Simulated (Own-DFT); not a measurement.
# How strain changes the stress of 2H SiC, 32 atoms (C16Si16)

All numbers below are calculated, not measured. They come from Own-DFT, an in-house plane-wave density functional program, since retired, whose code no person has reviewed. Each row is one single-point run on a periodic cell that was not relaxed, without spin or spin-orbit coupling.

Settings of every run: PBE; PseudoDojo norm-conserving scalar-relativistic files; cutoff 42 hartree; 5 x 5 x 3 k mesh centred on Gamma; Fermi-Dirac smearing of 0.1 eV.

Known limits: forces on such cells passed a denser k mesh, each cell not checked; stress not checked against mesh or cutoff.

Unstrained cell vectors in Å: (6.165, 0.000, 0.000); (-3.083, 5.339, 0.000); (0.000, 0.000, 10.068). The unstrained cell has measured lattice constants (interpolated for alloys), not those of this functional. That, the random moves and any unrelaxed bonds set the pressure at no strain. Each run strains this cell uniformly, with the atoms carried along. Every atom was also moved at random, by a Gaussian of width 0.05 Å on each axis. Strain is the symmetric tensor, in per cent. Stress is positive in tension, and the pressure is minus a third of its trace.

```
run,e_xx (%),e_yy (%),e_zz (%),e_yz (%),e_xz (%),e_xy (%),s_xx (GPa),s_yy (GPa),s_zz (GPa),s_yz (GPa),s_xz (GPa),s_xy (GPa),P (GPa),E (meV/atom)
1,1.59,1.66,1.03,-1.80,1.94,1.72,6.30,5.42,-0.46,-5.76,6.66,7.22,-3.75,20.1
2,1.41,0.01,-0.47,-1.15,0.32,-0.56,6.37,-4.12,-12.90,-4.01,0.51,-3.01,3.55,35.3
3,1.66,1.89,-0.44,0.69,-0.68,0.08,2.98,4.99,-3.76,2.71,-1.98,-0.94,-1.40,30.2
4,0.37,1.08,1.33,1.14,1.39,1.22,-0.08,1.00,-0.27,4.25,3.75,6.07,-0.22,26.0
5,-0.96,0.02,1.05,-0.99,-1.08,0.57,-7.34,-4.14,-1.78,-4.29,-2.62,2.50,4.42,4.4
6,-0.36,0.98,1.22,-0.79,-0.18,-0.28,-4.60,2.81,-0.69,-2.18,-0.58,-2.31,0.83,4.0
7,-1.90,1.78,-1.06,-1.12,0.52,0.86,-17.23,2.90,-12.62,-4.11,3.00,5.88,8.99,62.3
8,-1.24,0.81,-1.59,-1.08,-0.01,-1.51,-14.35,-1.24,-15.29,-3.42,1.29,-6.73,10.29,41.3
9,-0.18,1.41,1.97,-1.20,1.45,0.11,-2.24,5.08,3.28,-4.19,4.96,2.72,-2.04,0.0
10,-2.00,-0.93,-1.24,0.53,-1.29,1.02,-19.28,-13.48,-14.62,0.17,-4.56,3.59,15.79,50.2
11,-1.70,-0.16,-1.93,-1.16,0.31,-0.71,-16.80,-6.31,-22.91,-4.93,-0.02,-4.32,15.34,64.8
12,-0.01,1.29,0.03,1.89,-0.38,-0.69,-6.64,4.63,-8.26,5.90,-2.51,-4.49,3.43,57.6
13,1.68,1.13,-1.54,0.17,0.05,0.34,4.88,3.72,-17.26,0.97,-0.79,0.45,2.89,25.2
14,-0.44,-1.43,1.91,-1.32,-0.22,-0.64,-8.46,-9.29,2.08,-3.46,-0.75,-3.90,5.22,14.7
15,-0.09,1.81,1.52,1.98,-1.79,-0.37,-1.44,-0.64,2.46,7.79,-4.85,2.43,-0.13,73.1
16,0.24,-0.98,-0.20,-0.94,0.21,1.29,-6.35,-9.02,-10.75,-5.69,0.44,5.46,8.71,70.2
17,0.61,-1.06,-1.55,0.58,-0.57,1.91,-3.27,-14.60,-13.43,1.11,-2.24,8.75,10.43,46.7
18,-1.69,-0.15,1.35,1.85,1.19,0.58,?,?,?,?,?,?,?,?
```

E is the free energy for each atom above the lowest run shown.

## Worked fit

Each stress component was fitted by least squares to a constant and the strains of the runs shown, as fractions, with shears doubled. Shear strains stay in the fit of a normal stress only where such slopes are resolved. The slopes, in GPa:

```
stress  at no strain  per e_xx  per e_yy  per e_zz  scatter
  s_xx          -5.0  605 ± 39   59 ± 42  118 ± 35     1.83
  s_yy          -4.7   55 ± 54  517 ± 59   58 ± 48     2.55
  s_zz          -7.9   40 ± 50   76 ± 54  553 ± 44     2.33
```

Each shear stress against twice its own strain: yz 169 ± 11, xz 132 ± 11, xy 243 ± 21 GPa. These are stiffnesses along x, y and z of the frame in which the cell vectors are given, which need not be the crystal's axes. The atoms are held to the strained lattice; where symmetry lets them move under strain, relaxing them would lower some slopes. The table should be nearly symmetric about its diagonal, and what it lacks of that shows the noise. A ninth of its sum, 231 ± 7 GPa, estimates the bulk modulus near the mean pressure of these runs, 4.8 GPa, so it lies above the value at zero pressure.

## Withheld run

Question: what normal stresses and pressure should run 18 give?

The fit gives s_xx = -13.7, s_yy = -5.6, s_zz = -1.2 and P = 6.8 GPa. The calculation gave -12.72, -3.81, -4.77 and P = 7.10 GPa.
